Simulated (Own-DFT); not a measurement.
# Point defects and the pressure they add: zincblende InP

No measurement is shown. These are fixed-geometry runs of a retired plane-wave code named Own-DFT, which no person has reviewed; spin and spin-orbit coupling are neglected.

Common settings: PBE; PseudoDojo norm-conserving scalar-relativistic files; cutoff 36 hartree; 2 x 3 x 3 k mesh centred on Gamma; Fermi-Dirac smearing of 0.1 eV.

Keep in mind (not all hold for every row): not probed for a lower state with spin; forces on such cells failed a check on a denser k mesh; forces not confirmed at this smearing and k mesh; stress not checked against mesh or cutoff.

All runs share one cell, with vectors in Å (17.606, 0.000, 0.000); (0.000, 11.737, 0.000); (0.000, 0.000, 11.737) and a volume of 2425.5 Å³. The atoms are randomly displaced, by u rms on each axis. The defect's site can differ from row to row.

```
                    cell  formula   u (Å)  P (GPa)
               no defect  In48P48  0.0211     3.21
               no defect  In48P48  0.0493     3.63
               no defect  In48P48  0.0503     3.61
     one P on an In site  In47P49  0.0291     3.16
     one P on an In site  In47P49  0.0500     3.49
     one P on an In site  In47P49  0.0527     3.49
two P on an In site each  In46P50  0.0279     3.00
two P on an In site each  In46P50  0.0282        ?
two P on an In site each  In46P50  0.0500     3.29
two P on an In site each  In46P50  0.0532     3.34
         two P vacancies  In48P46  0.0499     3.37
         two P vacancies  In48P46  0.0521     3.44
         two P vacancies  In48P46  0.0542     3.46
      one In on a P site  In49P47  0.0277     3.81
      one In on a P site  In49P47  0.0321     3.92
      one In on a P site  In49P47  0.0484     4.12
```

## What the rows give

P = P0 + c u² + a shift for each defect gives P0 = 3.15 GPa, c = 184 ± 9 GPa/Å² and a scatter of 0.03 GPa. The shifts, and each times the cell's volume:

- one In on a P site: 0.55 ± 0.02 GPa, 8.3 eV
- one P on an In site: -0.14 ± 0.02 GPa, -2.2 eV
- two P vacancies: -0.23 ± 0.02 GPa, -3.5 eV (-1.7 eV for each of its 2 sites)
- two P on an In site each: -0.32 ± 0.02 GPa, -4.8 eV (-2.4 eV for each of its 2 sites)

Positive is outwards. The product with the volume (160.2 GPa Å³ to the eV) is nearly free of the cell's size; divided by the bulk modulus at the cell's pressure it gives the volume that the defect adds. The atoms around the defects weren't relaxed, which would change these numbers.

## Withheld run

Question: what pressure belongs in the blank (two P on an In site each, u = 0.0282 Å)?

The fitted form gives 2.98 ± 0.03 GPa. The hidden result is 3.01 GPa.
